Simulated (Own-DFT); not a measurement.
Simulation results for GaP (zincblende, strained, atoms displaced)

A calculation, not a measurement: plane-wave PBE density functional theory by an unreviewed code, no spin, of a simulated periodic cell, stress positive in tension, free energy of the whole cell less one offset for each atom, forces on such cells passed a denser k mesh, this cell's mesh not checked; offsets are fitted by least squares, one for each functional and potential file, so energies compare only between cells with the same atoms and settings and are not formation energies; the far tail of each file's local potential was reset to the Coulomb form; each entry is a single point on an unrelaxed cell, so the pressure reflects the starting lattice, mostly measured values (interpolated for alloys), from which strain is counted, and rises with the displacements; printed positions are rounded, which can move forces by about a meV/angstrom; the program, named Own-DFT, is a retired in-house code; no spin-orbit coupling. Program: Own-DFT development build.

### GaP (zincblende, strained, atoms displaced)

```
GaP
1.0
     10.8620     0.0000     0.0000
      0.0000    10.8620     0.0000
      0.0000     0.0000    10.9361
Ga P Ga P Ga P Ga P Ga P Ga P Ga P Ga P
4 4 4 4 4 4 4 4 4 4 4 4 4 4 4 4
Direct
  0.00679 0.99252 0.99560
  0.00364 0.24772 0.24745
  0.25657 0.99598 0.25027
  0.23952 0.24351 0.01638
  0.12303 0.13117 0.12460
  0.12981 0.36307 0.38219
  0.37468 0.12386 0.37797
  0.37131 0.38268 0.12782
  0.00087 0.00524 0.49428
  0.99761 0.24347 0.74012
  0.24727 0.01383 0.75517
  0.24626 0.24759 0.50505
  0.12002 0.12675 0.63637
  0.12957 0.37980 0.86325
  0.38451 0.13064 0.86585
  0.36564 0.36978 0.62076
  0.00240 0.49716 0.99564
  0.00505 0.73138 0.25120
  0.25131 0.50137 0.24217
  0.25017 0.75361 0.99735
  0.11755 0.62751 0.11751
  0.11626 0.85597 0.37348
  0.38399 0.62093 0.37333
  0.37929 0.88521 0.12383
  0.00986 0.50109 0.49103
  0.99766 0.73996 0.73949
  0.24244 0.50837 0.74538
  0.25999 0.74577 0.48984
  0.12806 0.63823 0.61274
  0.12871 0.87093 0.88526
  0.37209 0.62198 0.85671
  0.37166 0.87244 0.62470
  0.51295 0.00169 0.00479
  0.50065 0.25395 0.25130
  0.74961 0.00797 0.25717
  0.74268 0.25120 0.00590
  0.62591 0.13010 0.11852
  0.62136 0.37229 0.38452
  0.87825 0.11686 0.38323
  0.87780 0.35770 0.13418
  0.50435 0.99972 0.50253
  0.48935 0.25115 0.74444
  0.74721 0.00109 0.75321
  0.73822 0.25327 0.50716
  0.61278 0.11403 0.62584
  0.62043 0.37024 0.86061
  0.88478 0.13737 0.88418
  0.86681 0.38371 0.63138
  0.49702 0.49301 0.01455
  0.50621 0.74944 0.25040
  0.74565 0.50168 0.24371
  0.76031 0.73355 0.98615
  0.63386 0.62890 0.12194
  0.62919 0.87336 0.37555
  0.86246 0.62241 0.37857
  0.89013 0.87910 0.12301
  0.50512 0.50011 0.49209
  0.49219 0.74373 0.75113
  0.74451 0.49276 0.73619
  0.76115 0.74796 0.50427
  0.63722 0.61957 0.62766
  0.61076 0.88302 0.88494
  0.87512 0.62303 0.87506
  0.86957 0.87595 0.62614
```

| Property | Result |
| --- | --- |
| functional | PBE |
| potential files | PseudoDojo norm-conserving, scalar-relativistic, standard set |
| wave cutoff | 42 hartree |
| occupations | Fermi-Dirac |
| smearing width | 0.1 eV |
| hardware | one NVIDIA H100 |
| k mesh | 3 x 3 x 3 centred on Gamma |
| free energy of cell above offsets | -28.707 eV |
| pressure | 4.67 GPa |
| stress xx | -4.91 GPa |
| stress yy | -4.8 GPa |
| stress zz | -4.29 GPa |
| stress yz | -0.4 GPa |
| stress xz | 0.75 GPa |
| stress xy | 0.72 GPa |
| wall time | 553 s |

Force:
```csv
element,x (eV/Å),y (eV/Å),z (eV/Å)
Ga,-0.415,1.286,0.287
Ga,0.05,-0.683,1.824
Ga,-1.249,0.222,0.56
Ga,2.133,1.88,-2.879
P,-0.55,-2.631,1.166
P,-0.48,1.246,-1.601
P,0.024,-0.006,-0.055
P,-0.079,-2.006,0.086
Ga,0.948,-1.783,1.42
Ga,-1.101,2.122,1.405
Ga,0.496,-1.748,0.393
Ga,0.367,-1.126,0.123
P,0.653,-1.044,-2.354
P,-0.71,-1.068,1.112
P,-1.332,-0.817,2.649
P,0.746,1.666,0.093
Ga,-0.415,-0.903,-0.006
Ga,-1.842,1,0.017
Ga,-0.991,0.569,1.176
Ga,1.276,-0.727,0.418
P,1.524,-0.981,0.021
P,1.29,1.828,0.204
P,-0.57,0.147,-0.888
P,0.212,-1.428,-0.148
Ga,-1.063,0.018,0.624
Ga,-0.086,1.254,0.961
Ga,0.037,-0.512,-1.148
Ga,0.028,0.931,0.23
P,-0.087,-1.499,0.214
P,-0.335,0.439,-2.624
P,-0.08,-0.414,3.097
P,-0.031,0.573,-0.132
Ga,-2.174,1.232,0.245
Ga,-0.347,-0.263,0.052
Ga,0.352,-0.932,-1.08
Ga,0.881,0.751,-1.569
P,-0.278,-0.214,2.094
P,0.627,0.052,-2.011
P,-1.001,2.389,-0.897
P,-0.948,2.486,-1.153
Ga,-1.199,-1.319,-0.982
Ga,0.825,0.387,-0.864
Ga,0.087,0.245,0.828
Ga,1.05,-0.986,0.552
P,1.481,1.753,0.847
P,0.105,0.43,1.718
P,-0.937,-1.301,-0.49
P,2.429,-2.008,-2.211
Ga,1.002,1.106,-2.396
Ga,-0.166,0.534,-0.318
Ga,0.478,-1.153,0.801
Ga,-1.406,3.318,1.71
P,-0.979,-0.312,-0.344
P,0.041,-0.031,0.297
P,1.639,-0.828,-1.016
P,-1.692,-1.058,0.814
Ga,-0.554,0.012,1.863
Ga,1.426,1.245,-0.811
Ga,-0.105,0.655,3.034
Ga,-1.321,0.516,0.018
P,-2.175,1.641,-1.141
P,2.433,-2.689,-2.085
P,1.049,-2.006,-2.122
P,1.009,0.545,0.374
```
